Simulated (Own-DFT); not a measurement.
SiC (4H silicon carbide, atoms displaced) (calculated)

Computed with Own-DFT development build. A calculation, not a measurement: plane-wave PBE density functional theory by an unreviewed code, no spin, of a simulated periodic cell, stress positive in tension, free energy of the whole cell less one offset for each atom, forces on such cells passed a denser k mesh, this cell's mesh not checked; offsets are fitted by least squares, one for each functional and potential file, so energies compare only between cells with the same atoms and settings and are not formation energies; the far tail of each file's local potential was reset to the Coulomb form; each entry is a single point on an unrelaxed cell, so the pressure reflects the starting lattice, mostly measured values (interpolated for alloys), from which strain is counted, and rises with the displacements; printed positions are rounded, which can move forces by about a meV/angstrom; the program, named Own-DFT, is a retired in-house code; no spin-orbit coupling.

Settings shared by all entries: functional PBE; potential files PseudoDojo norm-conserving, scalar-relativistic, standard set; wave cutoff 42 hartree; occupations Fermi-Dirac; smearing width 0.1 eV.

(1) SiC (4H silicon carbide, atoms displaced)

```
SiC
1.0
      6.1654     0.0000     0.0000
     -3.0827     5.3394     0.0000
      0.0000     0.0000    10.0681
Si C Si C Si C Si C Si C Si C Si C Si C
2 2 2 2 2 2 2 2 2 2 2 2 2 2 2 2
Direct
  0.02078 0.02512 0.40445
  0.12694 0.30442 0.15682
  0.01381 0.98477 0.10397
  0.20166 0.37279 0.35012
  0.03780 0.52405 0.39364
  0.18796 0.85955 0.16105
  0.98766 0.51122 0.08887
  0.18399 0.86212 0.34917
  0.49320 0.97807 0.40217
  0.66350 0.32535 0.15202
  0.52865 0.00303 0.10915
  0.67554 0.33897 0.34443
  0.47795 0.51099 0.40613
  0.69966 0.87235 0.14698
  0.50944 0.52148 0.08365
  0.65570 0.83358 0.34606
  0.02403 0.98176 0.91877
  0.83977 0.69053 0.65176
  0.00860 0.99077 0.59618
  0.82753 0.64672 0.85479
  0.98877 0.50215 0.89965
  0.81006 0.15936 0.66402
  0.99787 0.48002 0.60145
  0.80981 0.16436 0.85042
  0.51915 0.02993 0.92436
  0.31651 0.65683 0.65931
  0.51769 0.01952 0.61104
  0.31360 0.63824 0.83896
  0.53074 0.53661 0.91364
  0.34682 0.16148 0.66299
  0.49296 0.49751 0.60583
  0.35009 0.14813 0.83723
```

```
hardware                          : one NVIDIA H100
k mesh                            : 5 x 5 x 3 centred on Gamma
free energy of cell above offsets : 6.681 eV
pressure                          : 12.95 GPa
stress xx                         : -22.35 GPa
stress yy                         : -8.18 GPa
stress zz                         : -8.32 GPa
stress yz                         : -0.46 GPa
stress xz                         : -1.94 GPa
stress xy                         : -0.65 GPa
wall time                         : 119.7 s
```

Force:
```tsv
element	x (eV/Å)	y (eV/Å)	z (eV/Å)
Si	-1.914	-0.984	2.292
Si	2.294	5.994	-0.671
C	-1.352	2.747	-1.782
C	-5.939	-7.098	-5.032
Si	-5.779	-1.234	3.313
Si	3.083	-4.146	1.313
C	2.006	-0.52	1.171
C	-0.954	-1.592	-1.618
Si	0.415	6.151	3.159
Si	-1.309	4.216	2.266
C	-5.414	1.527	-3.146
C	-0.172	-0.036	-0.25
Si	10.94	2.393	3.834
Si	1.101	-7.253	3.838
C	-0.448	-1.629	4.289
C	3.655	0.882	-1.673
Si	-1.447	1.533	-3.243
Si	0.622	-5.37	1.437
C	-0.799	3.999	-1.032
C	-0.492	4.956	-3.318
Si	4.233	-2.015	1.577
Si	5.543	1.647	1.001
C	-1.752	2.311	-2.141
C	4.565	0.211	0.155
Si	-0.789	-4.091	-1.797
Si	1.475	1.05	0.616
C	-2.917	-5.468	-5.012
C	0.876	1.922	2.418
Si	-4.418	-3.44	-2.931
Si	-2.285	1.159	-1.411
C	0.291	0.804	-2.045
C	-2.923	1.376	4.422
```

(2) SiC (4H silicon carbide, atoms displaced)

```
SiC
1.0
     12.3308     0.0000     0.0000
     -6.1654    10.6788     0.0000
      0.0000     0.0000    10.0681
Si C Si C Si C Si C Si C Si C Si C Si C Si C Si C Si C Si C Si C Si C Si C Si C Si C Si C Si C Si C Si C Si C Si C Si C Si C Si C Si C Si C Si C Si C Si C Si C
2 2 2 2 2 2 2 2 2 2 2 2 2 2 2 2 2 2 2 2 2 2 2 2 2 2 2 2 2 2 2 2 2 2 2 2 2 2 2 2 2 2 2 2 2 2 2 2 2 2 2 2 2 2 2 2 2 2 2 2 2 2 2 2
Direct
  0.00122 0.99830 0.39872
  0.08471 0.16779 0.15987
  0.00550 0.00392 0.09245
  0.08851 0.17075 0.34602
  0.99921 0.24782 0.40749
  0.08907 0.42285 0.15558
  0.00503 0.25101 0.09559
  0.08166 0.41753 0.34397
  0.99878 0.49808 0.40754
  0.07886 0.66454 0.15520
  0.00508 0.50228 0.09361
  0.08504 0.67126 0.34371
  0.00004 0.75011 0.40643
  0.08173 0.91661 0.16114
  0.99594 0.75315 0.09407
  0.08267 0.91499 0.34449
  0.24994 0.99976 0.40833
  0.33286 0.17070 0.15438
  0.25034 0.00312 0.09060
  0.33367 0.16435 0.34563
  0.25213 0.25156 0.40522
  0.33908 0.42263 0.15772
  0.24949 0.24656 0.09227
  0.32942 0.41394 0.34796
  0.25007 0.49953 0.40844
  0.33186 0.66532 0.15768
  0.24819 0.49800 0.09957
  0.33293 0.66543 0.34863
  0.24757 0.75487 0.40367
  0.33097 0.91563 0.15799
  0.24953 0.74926 0.09075
  0.33065 0.91824 0.34370
  0.50451 0.00481 0.40590
  0.58216 0.16717 0.16171
  0.50447 0.00346 0.09459
  0.59057 0.17565 0.34298
  0.49977 0.25227 0.40947
  0.58265 0.41575 0.16216
  0.49170 0.24374 0.09405
  0.58245 0.41809 0.34047
  0.49979 0.49911 0.40555
  0.58668 0.66660 0.16075
  0.50178 0.50062 0.08919
  0.58505 0.67034 0.34117
  0.50207 0.74945 0.40824
  0.59045 0.91824 0.16013
  0.49665 0.75012 0.09193
  0.58136 0.92450 0.34303
  0.74931 0.99829 0.40752
  0.83608 0.16911 0.14838
  0.75219 0.00090 0.09499
  0.83511 0.16500 0.34585
  0.75096 0.25444 0.40621
  0.83501 0.41978 0.15630
  0.75367 0.25234 0.09493
  0.83689 0.41958 0.33669
  0.75062 0.50311 0.40552
  0.83702 0.66832 0.15695
  0.75004 0.49984 0.09207
  0.83219 0.66836 0.34293
  0.74630 0.74726 0.40655
  0.83565 0.91585 0.15482
  0.75061 0.74912 0.09286
  0.83398 0.91699 0.34417
  0.00437 0.00437 0.91065
  0.91806 0.83376 0.65722
  0.00245 0.99992 0.59135
  0.91597 0.83136 0.84295
  0.00199 0.75172 0.90307
  0.91757 0.58731 0.65388
  0.99825 0.74698 0.59149
  0.91750 0.58014 0.84757
  0.00229 0.49865 0.90954
  0.91976 0.33658 0.65320
  0.99757 0.49833 0.59354
  0.91366 0.32756 0.84475
  0.00390 0.25372 0.90544
  0.91779 0.08726 0.65589
  0.99869 0.25057 0.59298
  0.91814 0.08654 0.84355
  0.75657 0.00548 0.90443
  0.66964 0.83564 0.65406
  0.75355 0.00130 0.59633
  0.66678 0.83543 0.84198
  0.74592 0.75006 0.90928
  0.66215 0.57943 0.65466
  0.75219 0.75159 0.59221
  0.66299 0.58154 0.84264
  0.75028 0.49962 0.90442
  0.67003 0.33506 0.65713
  0.74796 0.49833 0.59493
  0.66596 0.33675 0.84251
  0.75226 0.24800 0.90702
  0.66697 0.08553 0.65748
  0.75239 0.25206 0.58975
  0.66531 0.08848 0.83903
  0.49546 0.99711 0.90421
  0.41519 0.83348 0.65581
  0.49551 0.99951 0.58720
  0.41511 0.83271 0.84839
  0.50472 0.75020 0.90232
  0.41658 0.58434 0.65040
  0.50042 0.75028 0.59107
  0.41890 0.58569 0.84094
  0.49852 0.50024 0.90756
  0.41349 0.33287 0.65706
  0.50324 0.50005 0.59569
  0.41487 0.32930 0.84601
  0.50090 0.24698 0.90287
  0.41316 0.07878 0.64758
  0.50312 0.25330 0.59657
  0.42291 0.08767 0.84281
  0.24964 0.99760 0.90721
  0.16928 0.83388 0.65716
  0.25275 0.00170 0.59008
  0.16380 0.83369 0.83946
  0.24949 0.75280 0.90559
  0.16790 0.58335 0.64927
  0.24422 0.74855 0.59327
  0.16451 0.58249 0.84462
  0.25477 0.50540 0.90962
  0.16871 0.33322 0.65802
  0.24839 0.49821 0.59174
  0.16591 0.33312 0.84547
  0.25437 0.25104 0.90515
  0.16568 0.08134 0.65600
  0.25403 0.25404 0.59583
  0.16804 0.08380 0.84151
```

```
hardware                          : one NVIDIA H200
k mesh                            : 3 x 3 x 3 centred on Gamma
free energy of cell above offsets : -19.136 eV
pressure                          : 3.69 GPa
stress xx                         : -3.53 GPa
stress yy                         : -2.55 GPa
stress zz                         : -5.01 GPa
stress yz                         : -0.01 GPa
stress xz                         : 0.36 GPa
stress xy                         : -0.42 GPa
wall time                         : 553.2 s
```

Force:
```tsv
element	x (eV/Å)	y (eV/Å)	z (eV/Å)
Si	-0.523	0.797	1.617
Si	0.367	0.412	-0.54
C	-0.782	-0.623	1.204
C	-0.452	-1.034	-0.126
Si	-0.112	0.609	-0.552
Si	-0.978	-1.923	0.942
C	-0.728	0.626	-0.615
C	0.741	-0.176	0.244
Si	0.057	0.868	-0.61
Si	0.505	1.303	-0.026
C	-0.917	-0.431	0.137
C	-0.382	-1.259	-0.152
Si	-0.39	-0.176	-0.148
Si	0.878	0.445	-1.405
C	1.758	-0.212	-0.485
C	0.267	0.262	0.251
Si	-0.32	0.163	-1.004
Si	0.296	-1.545	0.691
C	-0.048	-0.97	1.072
C	-0.372	0.713	-0.223
Si	0.347	-0.757	0.789
Si	-0.451	-1.708	-0.117
C	-0.743	1.689	0.315
C	1.074	1.24	-0.813
Si	-0.829	-0.123	-0.69
Si	0.058	0.607	0.18
C	1.355	1.187	-1.198
C	-0.233	0.661	-0.48
Si	1.311	-0.79	0.46
Si	0.543	0.724	-0.901
C	-0.656	0.059	0.81
C	0.987	0.417	0.156
Si	-1.62	0.36	-0.819
Si	0.274	0.23	-1.699
C	-0.281	-0.885	0.145
C	-1.182	-1.128	1.073
Si	0.398	-0.159	-0.297
Si	0.166	-0.467	-2.716
C	1.857	1.746	-0.183
C	0.16	0.063	1.686
Si	-0.412	0.263	0.32
Si	-1.127	0.302	-2.068
C	0.02	0.298	1.764
C	-0.131	-1.082	1.222
Si	-1.373	0.989	-1.038
Si	-1.942	-0.161	-1.312
C	1.516	-0.067	0.521
C	2.258	-1.941	0.674
Si	-0.102	0.886	-0.205
Si	0.411	-0.097	2.051
C	0.605	0.026	-0.855
C	-0.75	0.332	-0.653
Si	1.495	-0.254	-0.679
Si	0.433	-0.409	-1.18
C	-0.841	-0.1	-0.366
C	-0.821	0.135	1.917
Si	0.424	-0.563	-0.108
Si	-1.261	-0.824	-0.436
C	-0.135	0.147	0.488
C	0.38	-0.135	0.317
Si	0.968	1.165	0.022
Si	-0.191	0.478	0.062
C	-0.075	0.233	0.602
C	-0.173	-0.563	-0.349
Si	-0.224	-0.771	-1.629
Si	-0.199	0.081	-0.415
C	-0.624	0.154	-0.206
C	-0.49	0.694	0.672
Si	-0.958	-0.869	0.666
Si	0.177	-1.514	1.042
C	0.27	1.427	0.335
C	-0.202	0.837	-0.75
Si	-0.597	-0.401	-0.912
Si	-0.491	-1.003	0.867
C	0.195	0.933	-0.244
C	0.537	1.527	-0.354
Si	-0.194	-0.706	0.619
Si	0.959	-0.692	0.011
C	0.923	0.419	0.212
C	0.957	-0.011	0.204
Si	-1.548	-0.731	0.092
Si	-0.019	-0.395	0.332
C	-1.055	-0.081	-0.491
C	0.563	0.516	0.149
Si	1.042	-0.315	-1.265
Si	1.165	1.416	0.754
C	-0.399	-0.734	0.195
C	0.397	0.475	0.341
Si	-0.445	0.369	0.232
Si	-0.32	-0.489	-0.049
C	0.326	0.749	-0.698
C	1.164	-0.812	0.514
Si	-1.575	0.894	0.024
Si	-0.028	-0.08	-1.187
C	-0.203	0.021	0.779
C	0.767	-1.514	1.231
Si	1.053	1.212	0.894
Si	-0.145	-0.162	-0.076
C	1.459	-0.17	1.126
C	0.41	-0.193	-1.417
Si	-1.327	0.321	0.974
Si	0.309	-0.352	0.834
C	0.063	0.42	0.673
C	-0.147	-0.375	0.073
Si	0.516	-0.559	-1.146
Si	1.479	0.22	0.57
C	-1.657	-0.342	-1.123
C	0.377	1.213	-0.44
Si	-0.402	1.112	0.925
Si	0.569	2.014	1.783
C	-0.467	-0.654	-0.537
C	-1.273	-2.137	-0.999
Si	0.014	1.188	-0.684
Si	-1.244	-0.01	-0.862
C	-1.061	-0.93	0.751
C	0.987	0.268	0.953
Si	0.008	-1.01	-0.143
Si	-0.761	-0.36	1.499
C	1.404	0.414	-0.385
C	0.86	0.535	-0.556
Si	-0.603	-0.848	-0.591
Si	-0.706	-0.085	-0.041
C	0.445	0.281	0.445
C	1.065	0.945	-0.062
Si	-1.196	-0.623	0.287
Si	0.156	0.741	-0.219
C	-0.78	-1.214	-0.751
C	0.145	-0.127	0.494
```
